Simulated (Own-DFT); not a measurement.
# Strain and stress in wurtzite AlN, 72 atoms (Al36N36)

All numbers below are calculated, not measured. They come from Own-DFT, an in-house plane-wave density functional program, since retired, whose code no person has reviewed. Each row is one single-point run on a periodic cell that was not relaxed, without spin or spin-orbit coupling.

Settings of every run: PBE; PseudoDojo norm-conserving scalar-relativistic files; cutoff 42 hartree; 4 x 4 x 3 k mesh centred on Gamma; Gaussian smearing of 0.01 eV.

Known limits: k mesh not checked against a denser one; stress not checked against mesh or cutoff.

Unstrained cell vectors in Å: (9.336, 0.000, 0.000); (-4.668, 8.085, 0.000); (0.000, 0.000, 9.964). The unstrained cell has measured lattice constants (interpolated for alloys), not those of this functional. That, the random moves and any unrelaxed bonds set the pressure at no strain. Each run strains this cell uniformly, with the atoms carried along. Every atom was also moved at random, by a Gaussian of width 0.05 Å on each axis. Strain is the symmetric tensor, in per cent. Stress is positive in tension, and the pressure is minus a third of its trace.

| run | e_xx (%) | e_yy (%) | e_zz (%) | s_xx (GPa) | s_yy (GPa) | s_zz (GPa) | P (GPa) | E (meV/atom) |
|---|---|---|---|---|---|---|---|---|
| 1 | -3.00 | -3.00 | 0.00 | -27.74 | -26.36 | -7.75 | 20.61 | 58.0 |
| 2 | -2.50 | -2.50 | 0.00 | -22.11 | -21.29 | -10.55 | 17.98 | 53.5 |
| 3 | 2.25 | 2.25 | 0.00 | 7.27 | 5.49 | -3.90 | -2.95 | 13.7 |
| 4 | 3.00 | 3.00 | 0.00 | 9.96 | 9.77 | -2.57 | -5.72 | 11.4 |
| 5 | -0.50 | -0.50 | 0.00 | -7.27 | -9.78 | -5.70 | 7.58 | 4.2 |
| 6 | 1.25 | 1.25 | 0.00 | 2.23 | 0.10 | -3.96 | 0.55 | 0.0 |
| 7 | -2.25 | -2.25 | 0.00 | -22.18 | -18.70 | -9.88 | 16.92 | 48.8 |
| 8 | 1.50 | 1.50 | 0.00 | 4.15 | -0.09 | -3.51 | -0.18 | 12.3 |
| 9 | -1.25 | -1.25 | 0.00 | ? | ? | ? | ? | ? |

E is the free energy for each atom above the lowest run shown.

## Worked fit

The change of volume is close to e_xx + e_yy + e_zz. A straight line through the runs shown gives P = 6.82 - 222 x (fractional change of volume) GPa, with an error of 7 on the slope and a scatter of 0.84 GPa. The strain isn't the same on all axes and the cell isn't cubic, so the slope belongs to this path and is not the bulk modulus.

## Withheld run

Question: what pressure should run 9 give? Its volume changes by -2.48 %.

The line gives 12.3 GPa. The calculation gave 12.01 GPa.
